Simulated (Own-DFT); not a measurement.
Si12O23 (quartz with two neutral oxygen vacancies, atoms displaced) (calculated)

A calculation, not a measurement: plane-wave PBE and HSE06 DFT by an unreviewed code, no spin, of a simulated cell at Gamma alone, so results move with cell size and shape, stress positive in tension, energies less offsets, not probed for a lower state with spin; oxygen file: force components 24 meV/angstrom off all-electron in a glass; k mesh not checked against a denser one; forces and stress are PBE's, HSE06 gives the energy alone, and its difference from PBE has offsets of its own; offsets are fitted by least squares, one for each functional and potential file, so energies compare only between cells with the same atoms and settings and are not formation energies; the far tail of each file's local potential was reset to the Coulomb form; each entry is a single point on an unrelaxed cell, so the pressure reflects the starting lattice, mostly measured values (interpolated for alloys), from which strain is counted, and rises with the displacements; printed positions are rounded, which can move forces by about a meV/angstrom; the program, named Own-DFT, is a retired in-house code; no spin-orbit coupling. Program: Own-DFT development build.

Entry: Si12O23 (quartz with two neutral oxygen vacancies, atoms displaced)

```
Si12O23
1.0
      9.8268     0.0000     0.0000
     -4.9134     8.5103     0.0000
      0.0000     0.0000    10.8104
Si O Si O Si O Si O Si O Si O Si O Si O
3 6 3 6 3 6 3 6 3 6 3 5 3 6 3 5
Direct
  0.23028 0.99522 0.00329
  0.00676 0.23528 0.33098
  0.27004 0.26486 0.16749
  0.20889 0.13745 0.06140
  0.42795 0.29945 0.22526
  0.36730 0.07183 0.39009
  0.07343 0.36721 0.43734
  0.13384 0.20697 0.27504
  0.29379 0.43136 0.10547
  0.23303 0.00689 0.50170
  0.99441 0.22795 0.83481
  0.26623 0.26800 0.66528
  0.20702 0.13700 0.55926
  0.42936 0.29608 0.72837
  0.36734 0.06849 0.89297
  0.07675 0.36860 0.93962
  0.12799 0.21000 0.77518
  0.29090 0.42141 0.60047
  0.23841 0.50451 0.00035
  0.99889 0.73625 0.33642
  0.26603 0.76714 0.16542
  0.20768 0.63021 0.06302
  0.43567 0.79943 0.22661
  0.36523 0.57036 0.39355
  0.06641 0.85897 0.44141
  0.14115 0.71103 0.27918
  0.29459 0.93154 0.10569
  0.23657 0.49963 0.50033
  0.00090 0.73097 0.83167
  0.26254 0.76464 0.66591
  0.20936 0.62899 0.56088
  0.42808 0.79775 0.72143
  0.36041 0.57065 0.88929
  0.07316 0.86488 0.94236
  0.13285 0.70708 0.77086
  0.29495 0.92993 0.61068
  0.73389 0.00516 0.99852
  0.49856 0.23131 0.33576
  0.75953 0.26503 0.16446
  0.70624 0.13341 0.06131
  0.92880 0.30067 0.22920
  0.86892 0.07296 0.39290
  0.56831 0.36647 0.44368
  0.63407 0.20498 0.27770
  0.80051 0.43151 0.10576
  0.73283 0.00051 0.49818
  0.50151 0.23101 0.83573
  0.76081 0.25913 0.66535
  0.70911 0.13535 0.55659
  0.92089 0.29490 0.72606
  0.87447 0.07834 0.89640
  0.57489 0.37108 0.94348
  0.63339 0.20678 0.77746
  0.73505 0.50312 0.99920
  0.50558 0.73745 0.33682
  0.76487 0.76300 0.16430
  0.70532 0.63004 0.06145
  0.92693 0.79307 0.22706
  0.86804 0.57992 0.39524
  0.57670 0.87146 0.43555
  0.63253 0.71200 0.27095
  0.79240 0.92690 0.11181
  0.73575 0.50306 0.49559
  0.49977 0.73719 0.83318
  0.76626 0.76389 0.66498
  0.92826 0.79781 0.72356
  0.86772 0.57234 0.89739
  0.57904 0.86756 0.93478
  0.63780 0.70607 0.77451
  0.79503 0.93441 0.60902
```

- first functional: PBE
- second functional: HSE06
- exact exchange share: 0.25
- screening: 0.11 1/bohr
- exchange divergence: Gygi-Baldereschi
- potential files: PseudoDojo norm-conserving, scalar-relativistic, made for PBE, standard set
- wave cutoff: 48 hartree
- occupations: fixed
- k mesh: 1 x 1 x 1 centred on Gamma
- PBE stress zz: withheld

## Withheld values
1. Estimate the PBE stress zz of Si12O23 (quartz with two neutral oxygen vacancies, atoms displaced).

## Answers
1. -6.38 GPa

Further results for Si12O23 (quartz with two neutral oxygen vacancies, atoms displaced):

* PBE energy of cell above offsets: -21.047 eV
* HSE06 less PBE above offsets: 0.061 eV
* PBE pressure: 7.05 GPa
* PBE stress xx: -7.46 GPa
* PBE stress yy: -7.31 GPa
* PBE stress yz: -1.7 GPa
* PBE stress xz: 2.21 GPa
* PBE stress xy: -0.73 GPa

Force:
```tsv
element	x (eV/Å)	y (eV/Å)	z (eV/Å)
Si	-0.254	2.81	-1.913
Si	-4.186	0.263	0.88
Si	-3.315	1.858	-0.68
O	0.245	-1.623	-1.322
O	3.197	-0.109	1.908
O	-1.489	-1.893	1.465
O	0.218	0.541	0.776
O	3.328	-0.485	-1.593
O	1.596	-1.579	1.687
Si	1.779	-3.429	-1.126
Si	-0.597	6.122	-1.174
Si	0.028	-0.666	2.787
O	-0.985	0.352	-0.025
O	-0.459	-0.299	-0.086
O	-0.682	-0.544	0.789
O	-0.701	-0.599	-0.359
O	3.497	-0.232	-2.377
O	0.855	0.62	1.105
Si	-0.508	-2.35	-0.714
Si	1.745	-0.094	-3.034
Si	1.432	0.063	1.727
O	-1.468	1.873	0.38
O	-1.5	-0.154	-0.735
O	1.187	1.293	-0.929
O	0.934	3.811	2.924
O	-0.868	0.079	-0.09
O	1.582	-1.295	1.936
Si	-1.016	-1.017	-1.831
Si	-2.138	1.127	0.445
Si	0.983	0.057	-1.15
O	-1.439	1.582	0.912
O	1.095	-0.199	1.079
O	1.203	1.612	-1.21
O	-0.872	-1.307	-0.944
O	0.367	-0.811	0.512
O	-1.05	0.889	-1.266
Si	2.517	-1.704	1.236
Si	-0.257	2.448	-1.149
Si	2.278	1.447	2.134
O	-1.057	-0.015	-0.65
O	-0.652	-0.674	-0.634
O	0.147	-0.042	-0.18
O	-0.6	-0.487	-0.872
O	-0.086	-0.009	-0.447
O	-0.559	-0.037	-0.045
Si	2.002	0.861	-0.056
Si	-2.135	1.516	0.673
Si	-2.203	3.255	-1.28
O	-0.98	-0.75	-0.63
O	2.21	-0.22	1.466
O	-1.985	-4.281	2.138
O	-0.869	-1.963	-1.196
O	1.489	-0.733	-0.423
Si	1.101	-1.258	1.012
Si	-2.448	-1.582	-1.5
Si	-0.257	0.801	1.158
O	-1.05	0.787	0.006
O	0.071	0.056	-0.362
O	0.42	-1.427	-1.072
O	-0.858	0.078	1.233
O	2.03	-0.967	-0.195
O	-0.975	1.307	-1.888
Si	-0.457	-0.58	5.316
Si	0.265	-1.759	-2.275
Si	-0.658	-0.907	-2.715
O	2.255	-0.063	1.544
O	0.992	0.826	-1.624
O	-0.52	1.08	1.219
O	-1.367	-0.273	0.766
O	0.449	-1	0.543
```
